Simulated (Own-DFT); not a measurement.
# Which defects push the lattice out? zincblende GaAs

No measurement is shown. These are fixed-geometry runs of a retired plane-wave code named Own-DFT, which no person has reviewed; spin and spin-orbit coupling are neglected.

Common settings: PBE; PseudoDojo norm-conserving scalar-relativistic files; cutoff 42 hartree; 3 x 3 x 3 k mesh centred on Gamma; Fermi-Dirac smearing of 0.1 eV.

Keep in mind (not all hold for every row): not probed for a lower state with spin; forces on such cells failed a check on a denser k mesh; forces not confirmed at this smearing and k mesh; forces on such cells passed a denser k mesh, each cell not checked; stress not checked against mesh or cutoff.

All runs share one cell, with vectors in Å (11.307, 0.000, 0.000); (0.000, 11.307, 0.000); (0.000, 0.000, 11.307) and a volume of 1445.4 Å³. u is the rms random offset of the atoms per axis. The defect's site can differ from row to row.

```
cell,formula,u (Å),P (GPa)
no defect,As32Ga32,0.0198,3.50
no defect,As32Ga32,0.0450,3.79
no defect,As32Ga32,0.0490,3.98
one In on a Ga site,As32Ga31In,0.0291,4.37
one In on a Ga site,As32Ga31In,0.0305,4.34
one In on a Ga site,As32Ga31In,0.0469,4.67
one P on an As site,As31Ga32P,0.0296,3.33
one P on an As site,As31Ga32P,0.0306,3.36
one P on an As site,As31Ga32P,0.0306,3.36
two As vacancies,As30Ga32,0.0289,3.17
two As vacancies,As30Ga32,0.0294,3.15
two As vacancies,As30Ga32,0.0500,3.48
one As on a Ga site and one Ga on an As site,As32Ga32,0.0300,?
one As on a Ga site and one Ga on an As site,As32Ga32,0.0311,3.88
one As on a Ga site and one Ga on an As site,As32Ga32,0.0449,4.17
one As on a Ga site and one Ga on an As site,As32Ga32,0.0505,4.35
```

## Analysis

P = P0 + c u² + a shift for each defect gives P0 = 3.39 GPa, c = 229 ± 16 GPa/Å² and a scatter of 0.04 GPa. The shifts, and each times the cell's volume:

- one In on a Ga site: 0.76 ± 0.03 GPa, 6.9 eV
- one As on a Ga site and one Ga on an As site: 0.32 ± 0.03 GPa, 2.9 eV
- one P on an As site: -0.25 ± 0.04 GPa, -2.2 eV
- two As vacancies: -0.45 ± 0.03 GPa, -4.0 eV (-2.0 eV for each of its 2 sites)

A positive shift means that the defect pushes the cell outwards. Shift times volume (160.2 GPa Å³ is 1 eV) depends little on the cell's size, so, taken for each site, it can be compared between cells at like pressure. The atoms around the defects weren't relaxed, which would change these numbers.

## Check

The question: what pressure belongs in the blank (one As on a Ga site and one Ga on an As site, u = 0.0300 Å)?

The fitted form gives 3.92 ± 0.05 GPa. DFT gave 3.91 GPa.
